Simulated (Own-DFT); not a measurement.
# Across the composition range of diamond-structure SiGe

Calculated results; nothing here was measured. They come from Own-DFT, an in-house plane-wave density functional program, since retired, whose code no person has reviewed. Each row is one single-point run on a periodic cell that was not relaxed, without spin or spin-orbit coupling.

Settings of every run: PBE; PseudoDojo norm-conserving scalar-relativistic files; cutoff 42 hartree; 5 x 5 x 5 k mesh centred on Gamma; Fermi-Dirac smearing of 0.1 eV.

Known limits, some of them of some rows only: forces on such cells failed a check on a denser k mesh; forces on such cells moved up to 12 meV/angstrom on a denser k mesh; forces on such cells passed a denser k mesh, each cell not checked; stress not checked against mesh or cutoff.

Each cell has 16 atoms, with Ge and Si placed at random on their shared sites; x is the share of Ge. Lattice constants follow the straight line between measured values of the end members, and atoms start on the ideal sites of that lattice. Every atom was also moved at random, by a Gaussian of width 0.03 Å on each axis. u is the rms move along one axis. dE is the free energy for each Ge or Si site above the straight-line part, a + b x, of the fit below.

| x | cell | u (Å) | volume (Å³/atom) | P (GPa) | dE (meV/site) |
|---|---|---|---|---|---|
| 0.125 | Ge2Si14 | 0.0343 | 20.340 | 2.22 | 13.5 |
| 0.125 | Ge2Si14 | 0.0293 | 20.340 | 2.22 | 11.1 |
| 0.125 | Ge2Si14 | 0.0332 | 20.340 | 2.29 | 19.7 |
| 0.125 | Ge2Si14 | 0.0310 | 20.340 | 2.31 | 15.8 |
| 0.250 | Ge4Si12 | 0.0289 | 20.659 | ? | ? |
| 0.500 | Ge8Si8 | 0.0262 | 21.306 | 2.68 | 21.4 |
| 0.500 | Ge8Si8 | 0.0269 | 21.306 | 2.66 | 20.5 |
| 0.500 | Ge8Si8 | 0.0230 | 21.306 | 2.68 | 22.9 |
| 0.500 | Ge8Si8 | 0.0305 | 21.306 | 2.97 | 37.2 |
| 0.750 | Ge12Si4 | 0.0282 | 21.966 | 3.35 | 23.7 |
| 0.750 | Ge12Si4 | 0.0375 | 21.966 | 3.49 | 32.2 |
| 0.750 | Ge12Si4 | 0.0288 | 21.966 | 3.24 | 17.0 |
| 0.750 | Ge12Si4 | 0.0306 | 21.966 | 3.26 | 19.7 |
| 0.875 | Ge14Si2 | 0.0288 | 22.302 | 3.66 | 14.2 |
| 0.875 | Ge14Si2 | 0.0298 | 22.302 | 3.52 | 9.2 |
| 0.875 | Ge14Si2 | 0.0336 | 22.302 | 3.58 | 12.0 |
| 0.875 | Ge14Si2 | 0.0308 | 22.302 | 3.70 | 19.5 |

## Worked fit

Fit E = a + b x + W x (1 - x) + k (u² - 0.03²) to the rows shown. It gives W = 116 ± 22 meV/site and k = 19 ± 6 eV/Å², with a scatter of 4.5 meV/site. Part of W is bond strain that relaxing the atoms would remove. The pressures follow P = 2.17 + 0.56 x + 1.28 x² GPa, with a scatter of 0.10.

## Withheld member

Question: what pressure and dE should the cell at x = 0.250 give?

The fits give 2.4 GPa and 20 meV/site. The calculation gave 2.32 GPa and 16.2 meV/site.
